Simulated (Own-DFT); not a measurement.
# One host, several defects: C11b WSi2

No measurement is shown. These are fixed-geometry runs of a retired plane-wave code named Own-DFT, which no person has reviewed; spin and spin-orbit coupling are neglected.

Settings: PBEsol; PseudoDojo norm-conserving scalar-relativistic files, made for PBE; cutoff 50 hartree; 5 x 5 x 5 k mesh centred on Gamma; cold (Marzari-Vanderbilt) smearing of 0.2 eV.

Known weak points: forces on such cells failed a check on a denser k mesh; stress not checked against mesh or cutoff.

All runs share one cell, with vectors in Å (-2.148, -5.953, 3.409); (-6.444, 2.976, 1.136); (-2.553, -2.948, -6.757) and a volume of 403.2 Å³. The atoms are randomly displaced, by u rms on each axis. The defect's site can differ from row to row.

```
              cell  formula   u (Å)  P (GPa)
         no defect  Si20W10  0.0199     0.35
         no defect  Si20W10  0.0541     2.23
         no defect  Si20W10  0.0576     2.07
one Si on a W site   Si21W9  0.0279     2.66
one Si on a W site   Si21W9  0.0517     3.57
one Si on a W site   Si21W9  0.0518     3.88
one W on a Si site  Si19W11  0.0286     5.05
one W on a Si site  Si19W11  0.0326     5.89
one W on a Si site  Si19W11  0.0465        ?
one W on a Si site  Si19W11  0.0550     6.80
     one W vacancy   Si20W9  0.0305     0.15
     one W vacancy   Si20W9  0.0483     0.22
     one W vacancy   Si20W9  0.0502     1.10
    one Si vacancy  Si19W10  0.0306    -0.82
    one Si vacancy  Si19W10  0.0335    -0.40
    one Si vacancy  Si19W10  0.0521     0.61
```

## Worked fit

P = P0 + c u² + a shift for each defect gives P0 = 0.18 GPa, c = 621 ± 83 GPa/Å² and a scatter of 0.31 GPa. The shifts, and each times the cell's volume:

- one W on a Si site: 4.72 ± 0.26 GPa, 11.9 eV
- one Si on a W site: 1.92 ± 0.25 GPa, 4.8 eV
- one W vacancy: -0.88 ± 0.25 GPa, -2.2 eV
- one Si vacancy: -1.37 ± 0.26 GPa, -3.4 eV

Against the defect-free cell, a freed cell would be larger where the shift is positive and smaller where it is negative (160.2 GPa Å³ is 1 eV). The atoms around the defects weren't relaxed, which would change these numbers.

## The run left out

Q: what pressure belongs in the blank (one W on a Si site, u = 0.0465 Å)?

Estimate: 6.24 ± 0.36 GPa. Computed: 6.76 GPa.
